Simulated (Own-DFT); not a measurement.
# Biaxial strain at fixed height in diamond-structure SiGeSn with randomly placed atoms, 64 atoms (Ge52Si8Sn4)

No measurement is shown. These are fixed-geometry runs of a retired plane-wave code named Own-DFT, which no person has reviewed; spin and spin-orbit coupling are neglected.

All runs used: PBE; PseudoDojo norm-conserving scalar-relativistic files; cutoff 49 hartree; 3 x 3 x 3 k mesh centred on Gamma; Fermi-Dirac smearing of 0.1 eV.

Caveats: forces on such cells moved up to 12 meV/angstrom on a denser k mesh; stress not checked against mesh or cutoff.

Unstrained cell vectors in Å: (11.363, 0.000, 0.000); (0.000, 11.363, 0.000); (0.000, 0.000, 11.363). The unstrained cell has measured lattice constants (interpolated for alloys), not those of this functional. That, the random moves and any unrelaxed bonds set the pressure at no strain. Each run strains x and y alike by e, as a substrate would, and holds the height along z. Each atom got a random Gaussian move of width 0.05 Å along each axis. The random placing of the alloy's atoms differs from row to row. Stress is positive in tension.

| e (%) | u (Å) | (s_xx + s_yy)/2 (GPa) | s_zz (GPa) |
|---|---|---|---|
| -2.75 | 0.052 | -9.93 | -8.02 |
| -2.50 | 0.051 | -9.54 | -7.85 |
| -2.25 | 0.049 | -9.10 | -7.66 |
| -2.00 | 0.049 | -8.56 | -7.15 |
| -1.00 | 0.051 | -6.57 | -5.61 |
| -0.75 | 0.049 | -6.08 | -5.54 |
| -0.50 | 0.052 | ? | ? |
| 2.25 | 0.049 | -0.97 | -2.20 |
| 2.50 | 0.051 | -0.51 | -1.96 |
| 3.00 | 0.050 | 0.18 | -1.48 |

## Analysis

With e as a fraction, the in-plane stress is -4.7 + 179 e - 472 e² GPa (errors 1 and 82, scatter 0.06), and s_zz is -4.6 + 117 e - 504 e² GPa (slope ± 2, scatter 0.13). At e = 0 the first slope is C11 + C12 and the second 2 C12, both with the ions held to the strained lattice and at the cell's own pressure. The term in e² is negative: the layer stiffens under compression and softens under tension. A free layer would change its height as e changes, and the in-plane slope would drop by 2 C12²/C11 to the biaxial modulus. At fixed height, a misfit of 1 % moves the in-plane stress by about 1.8 GPa and s_zz by 1.2 GPa.

## Check

The question: what are the two stresses at e = -0.50 %?

The fit gives -5.7 and -5.2 GPa. The hidden result is -5.50 and -5.26 GPa.
